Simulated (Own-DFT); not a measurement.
# Point defects and the pressure they add: monoclinic HfO2

The numbers are computed, not measured, by runs of the plane-wave DFT program Own-DFT (in-house, retired, unreviewed) at fixed positions, with no spin and no spin-orbit coupling.

All runs used: PBE; PseudoDojo norm-conserving scalar-relativistic files; cutoff 72 hartree; 2 x 2 x 2 k mesh centred on Gamma; Fermi-Dirac smearing of 0.1 eV.

Known weak points (not all hold for every row): not probed for a lower state with spin; hafnium file: forces about 75 meV/angstrom off all-electron values; oxygen file: force components 24 meV/angstrom off all-electron in a glass; forces on such cells passed a denser k mesh, each cell not checked; stress not checked against mesh or cutoff.

All runs share one cell, with vectors in Å (10.234, 0.000, 0.000); (0.000, 10.350, 0.000); (-1.696, 0.000, 10.445) and a volume of 1106.4 Å³. Atoms were moved at random from their sites; u is the rms move along one axis. The defect's site can differ from row to row.

```
                                      cell     formula   u (Å)  P (GPa)
                                 no defect     Hf32O64  0.0195     4.04
                                 no defect     Hf32O64  0.0195     3.73
                                 no defect     Hf32O64  0.0452     5.16
                       one Si on a Hf site   Hf31O64Si  0.0290     2.38
                       one Si on a Hf site   Hf31O64Si  0.0484     4.45
                       one Si on a Hf site   Hf31O64Si  0.0490     4.03
                             one O vacancy     Hf32O63  0.0304     4.52
                             one O vacancy     Hf32O63  0.0306     3.94
                             one O vacancy     Hf32O63  0.0495        ?
                             one O vacancy     Hf32O63  0.0540     5.93
                           two O vacancies     Hf32O62  0.0298     3.72
                           two O vacancies     Hf32O62  0.0306     4.09
                           two O vacancies     Hf32O62  0.0472     4.72
two Al on a Hf site each and one O vacancy  Al2Hf30O63  0.0307     1.92
two Al on a Hf site each and one O vacancy  Al2Hf30O63  0.0496     3.40
two Al on a Hf site each and one O vacancy  Al2Hf30O63  0.0500     2.65
```

## What the rows give

P = P0 + c u² + a shift for each defect gives P0 = 3.52 GPa, c = 844 ± 113 GPa/Å² and a scatter of 0.33 GPa. The shifts, and each times the cell's volume:

- one O vacancy: -0.07 ± 0.28 GPa, -0.5 eV (not resolved)
- two O vacancies: -0.48 ± 0.28 GPa, -3.3 eV (-1.7 eV for each of its 2 sites) (not resolved)
- one Si on a Hf site: -1.47 ± 0.29 GPa, -10.2 eV
- two Al on a Hf site each and one O vacancy: -2.52 ± 0.30 GPa, -17.4 eV

Against the defect-free cell, a freed cell would be larger where the shift is positive and smaller where it is negative (160.2 GPa Å³ is 1 eV). The atoms around the defects weren't relaxed, which would change these numbers.

## Check

Question: what pressure belongs in the blank (one O vacancy, u = 0.0495 Å)?

The fitted form gives 5.52 ± 0.40 GPa. The run itself gave 5.76 GPa.
